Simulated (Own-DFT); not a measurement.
# Computed records: GaN (wurtzite, strained, atoms displaced)

All values are calculated (Own-DFT development build). A calculation, not a measurement: plane-wave PBE density functional theory by an unreviewed code, no spin, of a simulated periodic cell, stress positive in tension, free energy of the whole cell less one offset for each atom, forces on such cells passed a denser k mesh, this cell's mesh not checked; offsets are fitted by least squares, one for each functional and potential file, so energies compare only between cells with the same atoms and settings and are not formation energies; the far tail of each file's local potential was reset to the Coulomb form; each entry is a single point on an unrelaxed cell, so the pressure reflects the starting lattice, mostly measured values (interpolated for alloys), from which strain is counted, and rises with the displacements; printed positions are rounded, which can move forces by about a meV/angstrom; the program, named Own-DFT, is a retired in-house code; no spin-orbit coupling.

Common to all runs: functional PBE; potential files PseudoDojo norm-conserving, scalar-relativistic, standard set with the stringent files for Ga; wave cutoff 96 hartree; occupations Gaussian; smearing width 0.01 eV; k mesh 3 x 4 x 3 centred on Gamma.

(1) 
```xyz
96
Lattice="12.7560 0.0000 0.0000 -4.7835 8.2853 0.0000 0.0000 0.0000 10.2663" Properties=species:S:1:pos:R:3:force_x:R:1:force_y:R:1:force_z:R:1 formula=GaN free_energy_of_cell_above_offsets=-3.698 pressure=9.05 stress_xx=-8.37 stress_yy=-6.81 stress_zz=-11.98 stress_yz=-0.82 stress_xz=0.37 stress_xy=0.13
Ga     0.0157     1.8383     0.0509     -0.506     -0.934     -1.163
Ga     1.6434     0.8716     2.5975     -0.482      -0.17     -1.299
N      0.0043     1.7389     1.9124      0.757      1.602      1.016
N      1.5915     0.9298     4.4614     -0.427      0.149      1.564
Ga    -0.0474     1.8169     5.1418      0.952      0.682      0.453
Ga     1.6042     0.9389     7.6898      0.242      0.251     -0.663
N     -0.0359     1.8143     7.1917       0.82      0.106     -2.064
N      1.6316     0.9760     9.5704     -0.867     -0.375      0.916
Ga    -1.4915     4.5952    10.2646     -2.212     -0.093      0.273
Ga     0.0875     3.6669     2.5588     -1.903     -0.387       0.25
N     -1.6257     4.6527     1.9013      1.653     -0.509      0.875
N     -0.0002     3.7679     4.5296      0.405      -2.05     -1.057
Ga    -1.5702     4.5513     5.1537     -0.703      1.617     -1.032
Ga     0.0171     3.6212     7.7944     -0.256      1.026     -3.556
N     -1.5883     4.5929     7.0007      0.475     -0.026      2.139
N     -0.0662     3.6156     9.5686      1.872      0.579      3.223
Ga    -3.2895     7.4260    10.1795      0.784      -0.87      1.068
Ga    -1.5243     6.5054     2.5370     -2.979     -1.603      1.447
N     -3.1808     7.3493     1.8834      -0.35      0.185      0.231
N     -1.6261     6.4869     4.5636      1.735     -0.921     -1.105
Ga    -3.1633     7.3303     5.1681      -0.25      0.902     -0.746
Ga    -1.6653     6.4435     7.7068      1.209     -1.235      0.007
N     -3.1547     7.3790     7.0931     -0.598       0.63     -0.307
N     -1.6436     6.3796     9.6561      0.502      1.599     -0.496
Ga     3.1981     1.8035    10.1950     -2.756       2.52      2.021
Ga     4.7895     0.8556     2.6145     -0.015      2.482     -0.642
N      3.1900     1.8605     1.9087      0.129     -0.539       0.21
N      4.6933     0.9077     4.4841      1.771     -0.187      1.202
Ga     3.1544     1.8591     5.1082      0.114     -1.148      1.045
Ga     4.8151     0.8664     7.7478     -1.346     -0.412     -0.909
N      3.2229     1.7930     7.0658      0.153      0.654      0.242
N      4.6591     1.0224     9.7042      4.134     -3.182     -1.731
Ga     1.5921     4.5835     0.0206      0.209      0.047     -0.225
Ga     3.2124     3.6118     2.6298      0.064      0.449     -0.279
N      1.6330     4.6498     2.0408      0.209     -0.453     -1.412
N      3.2556     3.6689     4.6099     -1.353      0.178     -1.772
Ga     1.6042     4.5519     5.1119      0.007      0.153      0.705
Ga     3.2546     3.7216     7.7434     -2.888      -1.75     -0.839
N      1.5597     4.5320     7.0117      1.034      0.797      1.714
N      3.2635     3.7007     9.6177     -0.897      0.591      1.199
Ga    -0.0560     7.3818    10.2608     -0.759      0.166       0.22
Ga     1.5515     6.4817     2.6033      0.351       0.12     -0.304
N     -0.0696     7.4172     1.9913      2.445     -0.719      -1.73
N      1.6336     6.3919     4.5354     -0.195     -0.129     -0.672
Ga     0.1434     7.3334     5.1831     -2.628      0.431     -1.615
Ga     1.6403     6.5048     7.7694     -1.149     -1.578     -2.828
N     -0.0485     7.2337     6.9858      1.157      1.528      2.998
N      1.5037     6.4987     9.5744      1.008     -0.632       2.67
Ga     6.3505     1.8133    10.1962     -0.371      0.743        1.7
Ga     7.9207     0.8821     2.4890      1.363      1.002      1.127
N      6.3912     1.8600     1.9485     -0.751     -0.103     -0.447
N      8.0029     0.8337     4.5094      -1.01      1.041      -0.13
Ga     6.3815     1.8353     5.1782     -0.126     -0.316     -1.009
Ga     7.8988     0.9298     7.7071      2.127      0.705      0.634
N      6.3631     1.8557     7.1529     -0.586     -0.975     -0.997
N      7.9630     0.9771     9.7395     -0.152      -1.42     -1.479
Ga     4.8266     4.6575     0.0483      0.086     -1.201     -1.012
Ga     6.3992     3.6983     2.6209      0.344     -0.367     -0.832
N      4.7736     4.5726     1.9183      0.302     -0.291      0.838
N      6.3587     3.6828     4.5034      0.005      0.274      1.275
Ga     4.7208     4.6239     5.1639      1.982      0.899     -0.469
Ga     6.3058     3.6311     7.7097      1.784      1.392      -0.09
N      4.7360     4.5350     7.0958      1.657      1.623      -0.61
N      6.4092     3.6441     9.6042     -0.783      0.785      0.906
Ga     3.2104     7.3545    10.2120     -1.209      0.732      0.955
Ga     4.6989     6.3484     2.5296      0.954      1.809      0.536
N      3.1746     7.3602     1.9547     -0.659     -0.811     -1.108
N      4.7780     6.5462     4.4427     -0.301     -1.957      0.945
Ga     3.1479     7.3047     5.1242      1.227      1.016      0.718
Ga     4.8062     6.3383     7.7529      0.414      1.922      -0.84
N      3.2085     7.4231     7.1479      0.284     -1.579     -0.638
N      4.8224     6.5186     9.6832      -2.13     -2.284     -1.272
Ga     9.5596     1.8493     0.0184      1.184      0.372     -0.063
Ga    11.1437     0.9455     2.5728      0.502      0.461      0.365
N      9.6371     1.8343     1.9651     -1.928      0.823      -0.17
N     11.1965     0.9136     4.4783     -0.728      0.475      0.543
Ga     9.5713     1.8198     5.1591     -0.111      0.082     -1.194
Ga    11.1945     0.8749     7.7191     -1.471      0.908        0.4
N      9.5492     1.8194     7.0273      0.064     -0.322      1.529
N     11.1722     0.8820     9.6247     -0.306       0.06       0.79
Ga     7.9915     4.5518     0.0103        0.4      0.785     -0.433
Ga     9.5510     3.7343     2.5322      1.416     -1.079      1.201
N      8.0499     4.6421     1.9836     -2.395     -0.324     -0.833
N      9.5477     3.7192     4.5814      0.685     -1.166     -1.517
Ga     8.0194     4.5980     5.1941     -1.071      0.594     -0.813
Ga     9.6096     3.6828     7.6188     -0.022     -0.587      1.458
N      8.0166     4.5394     7.0786     -1.637       1.17      0.535
N      9.5905     3.6916     9.6939       0.42     -0.355     -1.061
Ga     6.2605     7.3183     0.0814      3.846      2.044     -0.418
Ga     7.9052     6.4327     2.5633      0.832      1.462      0.065
N      6.3101     7.4956     1.9509     -0.018     -3.188      0.372
N      7.9796     6.4911     4.5194     -0.419     -0.703      0.094
Ga     6.3557     7.3880     5.1175      0.442     -0.085     -0.603
Ga     7.9873     6.5487     7.5916     -0.338     -2.061      1.449
N      6.4157     7.4333     7.0132     -1.246     -1.856      0.518
N      7.9686     6.4063     9.6062      -1.22      0.308     -0.154
```

Units: free_energy_of_cell_above_offsets in eV; pressure, stress_xx, stress_yy, stress_zz, stress_yz, stress_xz, stress_xy in GPa; force_x, force_y, force_z in eV/Å.

(2) 
```xyz
96
Lattice="12.7560 0.0000 0.0000 -4.7835 8.2853 0.0000 0.0000 0.0000 10.2663" Properties=species:S:1:pos:R:3:force_x:R:1:force_y:R:1:force_z:R:1 formula=GaN free_energy_of_cell_above_offsets=-4.898 pressure=8.86 stress_xx=-7.48 stress_yy=-8.47 stress_zz=-10.63 stress_yz=-0.66 stress_xz=0.33 stress_xy=-0.46
Ga     0.0021     1.8341    10.2550     -0.596      0.021      0.916
Ga     1.6172     0.9829     2.5056      0.094     -1.296      1.201
N      0.0800     1.8833     2.0308     -1.818       0.59     -1.489
N      1.5899     0.9489     4.5323      -0.38     -1.283     -1.282
Ga     0.0520     1.8333     5.1038     -1.165     -0.189      0.079
Ga     1.5492     0.9170     7.7357      0.855     -0.247     -1.177
N      0.0089     1.8837     7.0420     -0.225      -0.18      0.603
N      1.5688     0.9335     9.6362      0.008     -0.471      0.445
Ga    -1.6318     4.6220    10.2340      1.362      0.697      0.459
Ga     0.0486     3.7913     2.5680     -2.246     -2.066      0.756
N     -1.6059     4.6745     1.9100      0.387     -1.223     -0.021
N     -0.0574     3.6441     4.5720      0.986      0.765     -1.072
Ga    -1.5987     4.5515     5.1198     -0.331      1.281      0.673
Ga     0.0742     3.7370     7.6890     -0.929     -0.557       0.69
N     -1.5642     4.6565     7.0944     -0.416     -1.773      0.097
N     -0.0213     3.6745     9.7122      0.608      0.852     -0.795
Ga    -3.2008     7.2873    10.1571     -1.167      2.446      2.197
Ga    -1.5397     6.4477     2.5212     -1.073      0.834      1.119
N     -3.1820     7.3878     1.9778      0.533       0.15     -1.079
N     -1.5516     6.4163     4.5113     -0.682     -0.075     -0.569
Ga    -3.1586     7.4024     5.1446     -0.116     -1.007     -0.187
Ga    -1.5359     6.3808     7.7686     -0.244      1.725     -1.759
N     -3.1550     7.3012     7.0814     -0.503      0.552      0.478
N     -1.6489     6.6008     9.6203      2.003     -2.887       0.47
Ga     3.1995     1.7551    10.2649     -0.309      1.375     -0.274
Ga     4.7885     0.8942     2.5496       0.18      1.248      0.639
N      3.1766     1.8827     1.9425      0.833     -0.917     -0.879
N      4.7466     0.8929     4.4765       0.48      0.627      0.241
Ga     3.0970     1.8022     5.1365      2.221      0.267      0.257
Ga     4.7773     0.8635     7.7510     -0.835      0.639     -1.306
N      3.1702     1.8448     7.0262     -0.204     -0.034      1.582
N      4.7371     0.8392     9.6393      0.983      0.861      0.574
Ga     1.6268     4.6850     0.0569     -0.037     -1.621     -0.542
Ga     3.2470     3.6156     2.6060     -0.082       1.66     -0.366
N      1.5575     4.6270     2.0546      2.223     -1.123     -2.148
N      3.1260     3.5974     4.4860      0.448      1.742      0.794
Ga     1.5003     4.6072     5.1825      1.262      0.462     -0.483
Ga     3.2202     3.7089     7.7379     -0.098     -0.699     -2.009
N      1.6231     4.6896     7.1362      0.021      -2.23     -1.152
N      3.2520     3.7344     9.5669     -1.654     -1.236      2.297
Ga     0.0047     7.3214    10.2476      0.546      0.339      0.267
Ga     1.5131     6.3689     2.4698      1.541      2.786      2.399
N      0.0307     7.4203     1.9562     -0.594     -1.321     -1.309
N      1.6423     6.5117     4.5319     -1.925     -2.121     -1.169
Ga    -0.0129     7.3386     5.1326      0.533      0.693      0.115
Ga     1.6239     6.4117     7.7117     -0.833      1.738     -1.019
N     -0.0028     7.3729     7.0598      0.128     -0.763      0.629
N      1.6311     6.4253     9.5564       -0.6      0.627      2.567
Ga     6.3786     1.8745     0.0276     -0.533     -1.111     -2.172
Ga     7.9749     0.9568     2.5702     -0.714     -0.757      0.375
N      6.3735     1.8200     1.8184      0.002      0.575      3.178
N      8.0014     0.9573     4.5100     -0.019     -0.502      0.068
Ga     6.4255     1.8567     5.1607     -1.073     -0.469     -0.505
Ga     7.9334     0.8440     7.7978     -0.265      0.356     -2.005
N      6.2687     1.8433     7.0627       1.68      0.204       0.97
N      7.9520     0.8300     9.6780     -0.058      3.058     -0.101
Ga     4.7606     4.5910    10.2368      0.349      1.153      0.145
Ga     6.4138     3.7028     2.5498     -0.259     -0.396     -0.158
N      4.8187     4.6421     1.8726     -0.364     -0.738      1.261
N      6.4387     3.7159     4.4954     -1.315      -0.72      -0.31
Ga     4.7860     4.6438     5.0983     -0.103     -0.635      0.162
Ga     6.4058     3.6903     7.7503       -0.9     -0.491     -1.257
N      4.7866     4.6123     7.0427      0.432     -0.274      0.077
N      6.3035     3.6506     9.6367      1.779      0.697       0.38
Ga     3.2023     7.4195     0.0148      0.134     -2.361      1.194
Ga     4.8086     6.4468     2.5840     -0.553      0.141     -0.516
N      3.1471     7.3584     2.0355       0.37     -0.085     -1.172
N      4.9118     6.5082     4.4933     -1.861     -1.058     -0.054
Ga     3.1918     7.2813     5.0565      1.405      1.846      1.315
Ga     4.8219     6.4102     7.7103     -1.272      0.609     -0.242
N      3.1208     7.3291     7.0960      1.658      0.413     -0.797
N      4.7710     6.4725     9.6384      0.501     -0.426       0.38
Ga     9.5416     1.8850    10.2381      0.008      -1.43      0.513
Ga    11.1597     0.9099     2.5165      0.576      0.407     -0.072
N      9.5401     1.8245     1.9448      0.682     -0.243     -0.909
N     11.2059     0.9444     4.4129     -0.453      0.265      1.395
Ga     9.5838     1.8448     5.2053      0.145     -0.066     -1.356
Ga    11.1788     0.9543     7.6948     -0.307     -0.798      0.132
N      9.5321     1.8121     7.0908     -0.092      0.652      1.129
N     11.0819     0.8729     9.6835      1.157      1.042     -0.525
Ga     7.9992     4.6179     0.0757      -0.76      -0.14     -1.126
Ga     9.6000     3.6065     2.5003      0.504      1.209      1.594
N      8.0560     4.5658     1.9469      -0.85       0.83      0.478
N      9.5853     3.7175     4.5332      -0.53     -0.926     -0.694
Ga     7.9657     4.6064     5.0940      0.784      0.145      0.483
Ga     9.5076     3.7212     7.7265      1.529     -0.825      -0.47
N      7.9825     4.6294     7.0932     -0.514     -2.083     -0.723
N      9.6170     3.6829     9.6892     -1.604       0.39     -0.926
Ga     6.4310     7.3462     0.0002     -1.695      0.144      0.078
Ga     8.0012     6.5036     2.5563      -0.05     -0.821      0.817
N      6.3795     7.3489     1.9305      0.338      0.183     -0.064
N      7.9080     6.4223     4.5676      2.098       0.44     -1.248
Ga     6.4423     7.4191     5.0782     -0.626      0.577      1.163
Ga     7.9821     6.3338     7.6602     -0.427      3.314      0.377
N      6.3109     7.3403     7.0440      1.729      0.822      0.224
N      7.9610     6.4818     9.6630      0.163     -1.775     -0.946
```

Units: free_energy_of_cell_above_offsets in eV; pressure, stress_xx, stress_yy, stress_zz, stress_yz, stress_xz, stress_xy in GPa; force_x, force_y, force_z in eV/Å.
